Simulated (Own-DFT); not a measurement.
# Biaxial strain at fixed height in wurtzite AlN, 72 atoms (Al36N36)

Everything here is calculated. The program is Own-DFT (plane waves, in-house, since retired, never reviewed by a person); positions were held fixed, and spin and spin-orbit coupling were off.

Common settings: PBE; PseudoDojo norm-conserving scalar-relativistic files; cutoff 42 hartree; 4 x 4 x 3 k mesh centred on Gamma; Gaussian smearing of 0.01 eV.

Known weak points: k mesh not checked against a denser one; stress not checked against mesh or cutoff.

Unstrained cell vectors in Å: (9.336, 0.000, 0.000); (-4.668, 8.085, 0.000); (0.000, 0.000, 9.964). The unstrained cell has measured lattice constants (interpolated for alloys), not those of this functional. That, the random moves and any unrelaxed bonds set the pressure at no strain. Each run strains x and y alike by e, as a substrate would, and holds the height along z. Each coordinate of each atom was shifted by a normal deviate of width 0.05 Å. Stress is positive in tension.

| e (%) | u (Å) | (s_xx + s_yy)/2 (GPa) | s_zz (GPa) |
|---|---|---|---|
| -2.00 | 0.050 | -17.91 | -9.31 |
| -1.50 | 0.051 | -15.35 | -7.29 |
| -1.00 | 0.050 | -11.87 | -7.04 |
| -0.50 | 0.050 | -9.04 | -5.96 |
| 0.75 | 0.051 | ? | ? |
| 1.25 | 0.050 | 1.37 | -3.87 |
| 1.50 | 0.049 | 1.95 | -2.07 |
| 1.75 | 0.052 | 3.63 | -4.17 |
| 2.25 | 0.054 | 4.92 | -1.72 |
| 2.75 | 0.051 | 8.25 | -2.60 |

## What the rows give

With e as a fraction, the in-plane stress is -6.0 + 569 e - 2262 e² GPa (errors 11 and 889, scatter 0.48), and s_zz is -5.6 + 143 e GPa (slope ± 18, scatter 0.88). At e = 0 the first slope is C11 + C12 and the second 2 C13, both with the ions held to the strained lattice and at the cell's own pressure. A free layer would change its height as e changes, and the in-plane slope would drop by 2 C13²/C33 to the biaxial modulus. At fixed height, a misfit of 1 % moves the in-plane stress by about 5.7 GPa and s_zz by 1.4 GPa.

## Test on the hidden row

Question: what are the two stresses at e = 0.75 %?

Estimate: -1.8 and -4.5 GPa. The calculation gave -0.99 and -6.28 GPa.
